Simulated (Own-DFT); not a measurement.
# Misfit strain and the stress it brings: wurtzite AlN, 72 atoms (Al36N36)

No measurement is shown. These are fixed-geometry runs of a retired plane-wave code named Own-DFT, which no person has reviewed; spin and spin-orbit coupling are neglected.

Settings: PBE; PseudoDojo norm-conserving scalar-relativistic files; cutoff 42 hartree; 3 x 3 x 2 k mesh centred on Gamma; Fermi-Dirac smearing of 0.1 eV.

Limits: forces on such cells moved up to 12 meV/angstrom on a denser k mesh; stress not checked against mesh or cutoff.

Unstrained cell vectors in Å: (9.336, 0.000, 0.000); (-4.668, 8.085, 0.000); (0.000, 0.000, 9.964). The unstrained cell has measured lattice constants (interpolated for alloys), not those of this functional. That, the random moves and any unrelaxed bonds set the pressure at no strain. Each run strains x and y alike by e, as a substrate would, and holds the height along z. Each coordinate of each atom was shifted by a normal deviate of width 0.05 Å. Stress is positive in tension.

| e (%) | u (Å) | (s_xx + s_yy)/2 (GPa) | s_zz (GPa) |
|---|---|---|---|
| -2.50 | 0.047 | -20.99 | -10.55 |
| -2.00 | 0.055 | -17.95 | -10.58 |
| -1.50 | 0.046 | -14.71 | -7.75 |
| -1.25 | 0.050 | -14.04 | -6.85 |
| -0.50 | 0.047 | ? | ? |
| 1.25 | 0.049 | 0.56 | -1.84 |
| 1.75 | 0.051 | 3.21 | -1.27 |
| 2.25 | 0.049 | 5.68 | -2.41 |
| 2.75 | 0.050 | 7.46 | -0.44 |
| 3.00 | 0.045 | 9.38 | -0.40 |

## Worked fit

With e as a fraction, the in-plane stress is -6.3 + 557 e - 1359 e² GPa (errors 6 and 524, scatter 0.36), and s_zz is -5.5 + 188 e GPa (slope ± 16, scatter 1.03). At e = 0 the first slope is C11 + C12 and the second 2 C13, both with the ions held to the strained lattice and at the cell's own pressure. A free layer would change its height as e changes, and the in-plane slope would drop by 2 C13²/C33 to the biaxial modulus. At fixed height, a misfit of 1 % moves the in-plane stress by about 5.6 GPa and s_zz by 1.9 GPa.

## Prediction

The question: what are the two stresses at e = -0.50 %?

The fitted form gives -9.1 and -6.4 GPa. The hidden result is -8.42 and -5.86 GPa.
